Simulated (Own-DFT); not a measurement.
In3GaP4 (zincblende random alloy, strained, atoms displaced) (calculated)

A calculation, not a measurement: plane-wave PBE density functional theory by an unreviewed code, no spin, of a simulated periodic cell, stress positive in tension, free energy of the whole cell less one offset for each atom, forces on such cells passed a denser k mesh, this cell's mesh not checked; offsets are fitted by least squares, one for each functional and potential file, so energies compare only between cells with the same atoms and settings and are not formation energies; the far tail of each file's local potential was reset to the Coulomb form; each entry is a single point on an unrelaxed cell, so the pressure reflects the starting lattice, mostly measured values, from which strain is counted, and rises with the displacements; printed positions are rounded, which can move forces by about a meV/angstrom; the program is a retired in-house code; no spin-orbit coupling. Program: Own-DFT development build.

Settings shared by all entries: functional PBE; potential files PseudoDojo norm-conserving, scalar-relativistic, standard set; wave cutoff 42 hartree; occupations Fermi-Dirac; smearing width 0.1 eV; k mesh 3 x 3 x 3 centred on Gamma.

(1) 
```xyz
64
Lattice="11.3066 0.0000 0.0000 0.0000 11.3066 0.0000 0.0000 0.0000 11.7722" Properties=species:S:1:pos:R:3:force_x:R:1:force_y:R:1:force_z:R:1 formula=In3GaP4 free_energy_of_cell_above_offsets=-29.335 pressure=5.6 stress_xx=-6.22 stress_yy=-6.19 stress_zz=-4.41 stress_yz=0.43 stress_xz=0.8 stress_xy=-0.4
In     0.1072     0.0058    11.7481     -1.565     -0.338     -1.005
In    11.2995     2.7865     2.8678      0.354      -0.32      0.583
Ga     2.6653     0.0783     2.8646      1.107     -0.898      1.086
In     2.8220     2.8498     0.0150      -0.05      0.397      -0.19
P      1.4326     1.3273     1.3803      0.643      0.992      1.433
P      1.3999     4.2377     4.3545     -0.023      1.152      0.301
P      4.1931     1.4426     4.3586     -0.085     -1.031     -1.079
P      4.2277     4.2800     1.4760     -1.347      0.876      0.303
In    11.2645    11.2858     5.8867      0.226      0.348      0.058
In    11.2257     2.7865     8.7856      0.908      0.755     -0.934
In     2.7902     0.0512     8.8125      1.162     -0.838      0.793
In     2.8146     2.7453     5.8687      0.397      1.546     -0.499
P      1.5320     1.3862     7.3243     -2.214      0.207      0.095
P      1.4302     4.2379    10.2190      0.251       0.23      -0.24
P      4.2671     1.4305    10.3925     -1.018     -0.277     -0.755
P      4.2727     4.2201     7.3700     -0.842      0.128      0.262
In    11.2647     5.6003    11.7369      0.885      0.848     -0.171
Ga    11.2894     8.4376     2.9167     -0.458       0.79      0.624
Ga     2.7613     5.6722     2.8464      0.187      0.277      0.743
In     2.8105     8.5142     0.0852      0.719      0.017     -1.067
P      1.3680     7.2158     1.4950     -0.475     -1.779      0.906
P      1.3943     9.8818     4.4575     -0.211      0.153     -2.132
P      4.2573     6.9901     4.4684      -0.98      0.088     -1.371
P      4.2479     9.8724     1.5605     -1.462      1.674       -0.2
Ga    11.2625     5.6706     5.8782      0.933      0.446     -0.284
In    11.2799     8.4911     8.8655      0.194      0.304     -0.581
Ga     2.8384     5.5164     8.7764      0.046      1.013      0.015
In     2.8230     8.5010     5.9074      0.304     -0.543     -0.334
P      1.4241     7.1158     7.4022     -0.149     -1.915     -0.209
P      1.4164     9.8915    10.2914      0.487     -0.124     -0.211
P      4.1867     7.0248    10.2754      0.178      0.129     -0.858
P      4.2798     9.8884     7.3259     -0.151     -0.641       1.71
In     5.5818    11.2840    11.7607      0.734     -1.091      0.003
In     5.6434     2.8966     2.8470     -0.191     -1.014      0.467
In     8.4281     0.0006     2.9937     -0.068      0.113     -0.797
In     8.5148     2.7818     0.0323      -0.26      0.454     -0.118
P      7.0079     1.3935     1.4021      0.438      0.015      0.605
P      6.9814     4.2746     4.3377      0.863     -0.999      0.504
P      9.8284     1.4243     4.4166      1.112     -0.203     -0.505
P      9.9498     4.2466     1.4645     -0.852     -0.128      0.199
In     5.5929     0.0169     5.9526      0.554      1.062     -0.651
In     5.6063     2.7831     8.9050      0.754      0.474     -0.489
In     8.4434    11.2584     8.7537      0.414      1.444      0.191
In     8.5257     2.8391     5.8312     -0.557      1.218      0.114
P      7.1337     1.5164     7.3300     -0.864     -0.398      0.262
P      7.1106     4.2309    10.3045      0.836      0.691      -0.77
P      9.9002     1.4814    10.2645     -0.282     -1.543      0.343
P      9.9162     4.3723     7.2739     -0.354      0.359      0.637
In     5.6963     5.6092     0.0314      0.014      0.825     -0.594
In     5.6350     8.5398     2.9338      0.328     -0.916      1.301
In     8.4832     5.6042     2.9993      0.362      0.644     -0.588
Ga     8.4991     8.4091     0.0152     -0.191      0.723       -0.1
P      7.0772     7.1113     1.5186      0.821      0.182     -0.889
P      7.0141     9.9798     4.4412       0.23     -0.939      0.454
P      9.8708     7.0659     4.4667      1.461      0.005      -0.56
P      9.8951     9.9902     1.4318     -0.182     -1.849      0.249
In     5.7164     5.6051     5.8781     -0.576      0.285      0.556
Ga     5.6167     8.4901     8.8092     -0.078     -0.245      0.231
Ga     8.5196     5.7531     8.8235      -0.55     -0.282     -0.105
In     8.5358     8.5041     5.9395      -1.42     -0.345     -0.777
P      6.9953     7.0886     7.3616      0.689      0.137      1.356
P      7.0870     9.9183    10.1511     -1.014     -1.957      1.721
P      9.8984     7.1087    10.2872     -1.501     -0.498      0.488
P      9.8296     9.8984     7.3470      1.377      0.111      0.466
```

Units: free_energy_of_cell_above_offsets in eV; pressure, stress_xx, stress_yy, stress_zz, stress_yz, stress_xz, stress_xy in GPa; force_x, force_y, force_z in eV/Å.

(2) 
```xyz
64
Lattice="11.3066 0.0000 0.0000 0.0000 11.3066 0.0000 0.0000 0.0000 11.7722" Properties=species:S:1:pos:R:3:force_x:R:1:force_y:R:1:force_z:R:1 formula=In3GaP4 free_energy_of_cell_above_offsets=-29.315 pressure=5.63 stress_xx=-6.27 stress_yy=-6.22 stress_zz=-4.42 stress_yz=-0.39 stress_xz=-0.3 stress_xy=-0.36
Ga    11.2478     0.0304    11.7503      0.341     -0.176     -0.102
In    11.2870     2.7282     2.9818     -0.177      0.617     -0.547
Ga     2.8689    11.2934     2.9169     -0.281      0.228      0.309
In     2.8197     2.8194     0.0667     -0.191     -0.448     -1.029
P      1.3762     1.3725     1.4820      0.236     -1.473     -0.286
P      1.4313     4.1752     4.3446      0.422     -0.601      1.598
P      4.1986     1.4028     4.4538     -0.944      0.386     -0.579
P      4.1471     4.2657     1.4815      0.996     -0.112      0.397
In     0.0050    11.2738     5.9330      0.109      0.709     -0.516
In     0.0266     2.8818     8.7700      0.859     -0.929      1.917
In     2.8654    11.2766     8.8261     -0.797     -0.078      -0.39
Ga     2.7671     2.7987     5.9185      0.285      0.112     -0.312
P      1.3848     1.4608     7.3588      1.202     -0.207     -0.602
P      1.4157     4.3224    10.3288       0.58     -0.172     -0.526
P      4.2563     1.3997    10.1882     -0.089      0.228      1.513
P      4.2486     4.1891     7.3649     -1.522      0.798     -0.508
In    11.2418     5.7328    11.7480      0.965      0.369     -0.273
Ga     0.0576     8.5388     2.9431     -0.201     -0.189     -0.284
In     2.8157     5.6482     3.0113      0.082      0.267     -0.233
In     2.7791     8.5288    11.7385      -0.22     -0.384      1.224
P      1.4269     7.0284     1.4876      -0.72      1.304      0.567
P      1.4230     9.9357     4.4136      0.005       0.04     -1.709
P      4.2911     7.0877     4.3689     -1.269      -0.09      0.719
P      4.1923     9.8913     1.4805      0.013      0.532      0.617
In     0.0845     5.6299     5.8836     -0.367     -0.061      -0.35
Ga    11.2068     8.5301     8.8916      0.462      -0.31     -0.075
Ga     2.8543     5.5887     8.9016     -0.096      0.648     -0.467
In     2.7243     8.4575     5.8796      0.691     -0.152     -0.059
P      1.3258     7.1232     7.3886      0.376     -0.407       1.82
P      1.4068     9.8620    10.3213     -2.149      0.955     -0.601
P      4.1541     7.1897    10.3045      0.509     -1.717     -1.074
P      4.2098     9.8389     7.3514      0.561      0.276     -0.529
In     5.6729     0.0051     0.0141     -0.404       0.11     -0.305
In     5.7261     2.8550     2.9124     -1.874      0.121      0.557
In     8.4076    11.2113     2.8969      0.095      1.354      0.389
In     8.5084     2.8821     0.0606      0.327     -0.638     -0.393
P      7.0088     1.4859     1.4889      1.034     -1.034       -0.7
P      7.1002     4.1080     4.4406      1.061      1.882      0.264
P      9.8731     1.4009     4.4250     -1.195     -0.065      0.812
P      9.9913     4.3114     1.4110     -1.116     -0.455      1.882
In     5.7116     0.0858     5.9204     -1.831     -1.887     -1.335
In     5.6647     2.8028     8.7818      0.972      0.225        0.3
In     8.5155    11.2133     8.7945      -0.68      0.916      0.158
Ga     8.4836     2.8689     5.8529      0.647      -0.58       0.53
P      7.0558     1.3633     7.2327      2.451      2.057      1.535
P      7.0928     4.2654    10.3810     -0.308     -0.045     -1.134
P      9.9084     1.3718    10.2421      0.352      0.164      1.003
P     10.0108     4.2166     7.4437     -2.349      0.547     -2.461
In     5.5792     5.6539    11.7719      -0.03      0.563     -0.053
In     5.6588     8.4302     2.9601      0.074      0.814     -0.709
Ga     8.4983     5.6143     2.8984      0.228      0.104      0.368
In     8.4946     8.5101     0.0042     -0.101     -0.578      0.128
P      7.0850     7.0648     1.5159      0.574     -0.987     -0.008
P      7.0347     9.8919     4.3730     -0.137     -0.217      0.958
P      9.9556     7.0951     4.3747     -0.178     -0.387     -1.165
P      9.8402     9.9680     1.4324      2.241     -0.533     -0.111
In     5.6318     5.7570     5.8800     -0.038     -1.577     -0.242
In     5.7162     8.5524     8.8685     -1.151     -1.008     -0.854
In     8.5237     5.6819     8.7847     -0.813     -0.867     -0.191
In     8.4906     8.4551     5.8758     -0.067      0.031     -0.214
P      7.0226     7.0410     7.3497      0.641      0.626       0.43
P      7.0690     9.8439    10.2839      0.517      1.105       0.84
P      9.8222     7.0335    10.2691       0.94      1.736     -0.332
P      9.9195     9.8983     7.3610      0.446     -1.461      0.423
```

Units: free_energy_of_cell_above_offsets in eV; pressure, stress_xx, stress_yy, stress_zz, stress_yz, stress_xz, stress_xy in GPa; force_x, force_y, force_z in eV/Å.
